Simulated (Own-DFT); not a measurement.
# Point defects and the pressure they add: C40 NbSi2

Calculated, not measured: single-point runs of Own-DFT, a retired in-house plane-wave DFT program that no person has reviewed, on unrelaxed cells, without spin or spin-orbit coupling.

All runs used: PBE; PseudoDojo norm-conserving scalar-relativistic files; cutoff 42 hartree; 4 x 4 x 5 k mesh centred on Gamma; cold (Marzari-Vanderbilt) smearing of 0.2 eV.

Keep in mind: forces on such cells failed a check on a denser k mesh; stress not checked against mesh or cutoff.

All runs share one cell, with vectors in Å (0.000, 8.324, 0.000); (-9.613, 0.000, 0.000); (0.000, 0.000, 6.586) and a volume of 527.0 Å³. u is the rms random offset of the atoms per axis. The defect's site can differ from row to row.

```
cell,formula,u (Å),P (GPa)
no defect,Nb12Si24,0.0209,1.51
no defect,Nb12Si24,0.0218,1.53
no defect,Nb12Si24,0.0445,2.29
one Si vacancy,Nb12Si23,0.0266,0.83
one Si vacancy,Nb12Si23,0.0314,0.87
one Si vacancy,Nb12Si23,0.0442,1.63
one Si vacancy,Nb12Si23,0.0490,?
two Si on a Nb site each,Nb10Si26,0.0275,1.61
two Si on a Nb site each,Nb10Si26,0.0486,2.29
two Si on a Nb site each,Nb10Si26,0.0537,2.75
two Nb on a Si site each,Nb14Si22,0.0296,7.78
two Nb on a Si site each,Nb14Si22,0.0310,7.75
two Nb on a Si site each,Nb14Si22,0.0531,8.92
two Nb vacancies,Nb10Si24,0.0271,0.09
two Nb vacancies,Nb10Si24,0.0348,-0.11
two Nb vacancies,Nb10Si24,0.0503,0.96
```

## Working it out

P = P0 + c u² + a shift for each defect gives P0 = 1.24 GPa, c = 559 ± 47 GPa/Å² and a scatter of 0.14 GPa. The shifts, and each times the cell's volume:

- two Nb on a Si site each: 6.04 ± 0.12 GPa, 19.9 eV (9.9 eV for each of its 2 sites)
- two Si on a Nb site each: -0.14 ± 0.12 GPa, -0.5 eV (-0.2 eV for each of its 2 sites) (not resolved)
- one Si vacancy: -0.81 ± 0.12 GPa, -2.7 eV
- two Nb vacancies: -1.76 ± 0.12 GPa, -5.8 eV (-2.9 eV for each of its 2 sites)

Against the defect-free cell, a freed cell would be larger where the shift is positive and smaller where it is negative (160.2 GPa Å³ is 1 eV). The atoms around the defects weren't relaxed, which would change these numbers.

## Test on the hidden row

The question: what pressure belongs in the blank (one Si vacancy, u = 0.0490 Å)?

The fitted form gives 1.77 ± 0.17 GPa. The calculation gave 1.76 GPa.
